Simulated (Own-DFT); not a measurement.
# Slab less bulk: wurtzite AlN, m plane (10-10)

No measurement is shown. These are fixed-geometry runs of a retired plane-wave code named Own-DFT, which no person has reviewed; spin and spin-orbit coupling are neglected.

Caveats (not all hold for every row): some atoms lie very close together; forces not confirmed at this smearing and k mesh; k mesh not checked against a denser one.

Both sets of runs: PBE; PseudoDojo norm-conserving scalar-relativistic files; cutoff 42 hartree; Gaussian smearing of 0.01 eV. The slab has 128 atoms in 16 layers, two equal faces of 62.02 Å² as cut, 15 Å of vacuum, a dipole correction along the normal and a 6 x 3 x 1 mesh. The bulk cell has 128 atoms, the same measured lattice constants and a 3 x 3 x 3 mesh. All atoms were moved at random; u is the rms move along one axis. Energies are counted from -174.06 eV for each atom.

| slab run | u (Å) | E (eV, cell) |
|---|---|---|
| 1 | 0.0191 | 20.266 |
| 2 | 0.0200 | 20.430 |
| 3 | 0.0206 | 20.656 |
| 4 | 0.0464 | 27.689 |
| 5 | 0.0500 | 28.828 |
| 6 | 0.0510 | 27.851 |
| 7 | 0.0516 | 28.965 |
| 8 | 0.0983 | 60.885 |
| 9 | 0.1030 | 65.952 |
| 10 | 0.1031 | 59.392 |
| 11 | 0.1034 | 62.042 |
| 12 | 0.1112 | 68.799 |

| bulk run | u (Å) | E (meV/atom) |
|---|---|---|
| 1 | 0.0197 | -2.38 |
| 2 | 0.0200 | -2.09 |
| 3 | 0.0202 | -0.88 |
| 4 | 0.0205 | -1.27 |
| 5 | 0.0944 | 268.61 |
| 6 | 0.0949 | 274.75 |
| 7 | 0.0963 | 309.12 |
| 8 | 0.0976 | 316.22 |
| 9 | 0.0992 | 332.06 |
| 10 | 0.1022 | 367.04 |

Q: what is the energy of the unrelaxed surface?

## Answer

Take each set to u = 0 with E = a + b u². Residuals are scaled by 1/(u² + 0.0006 Å²) to tame the large moves. Slab: a = 18.80 ± 0.14 eV. Bulk: a = -15.5 ± 0.8 meV/atom. The excess is 18.80 - 128 x (-0.0155) = 20.79 ± 0.18 eV. Over two faces that is 168 meV/Å², or 2.69 ± 0.02 J/m². Relaxing the faces would lower the energy, and the unlike meshes and the reach from the smallest u down to zero add errors that aren't counted here.
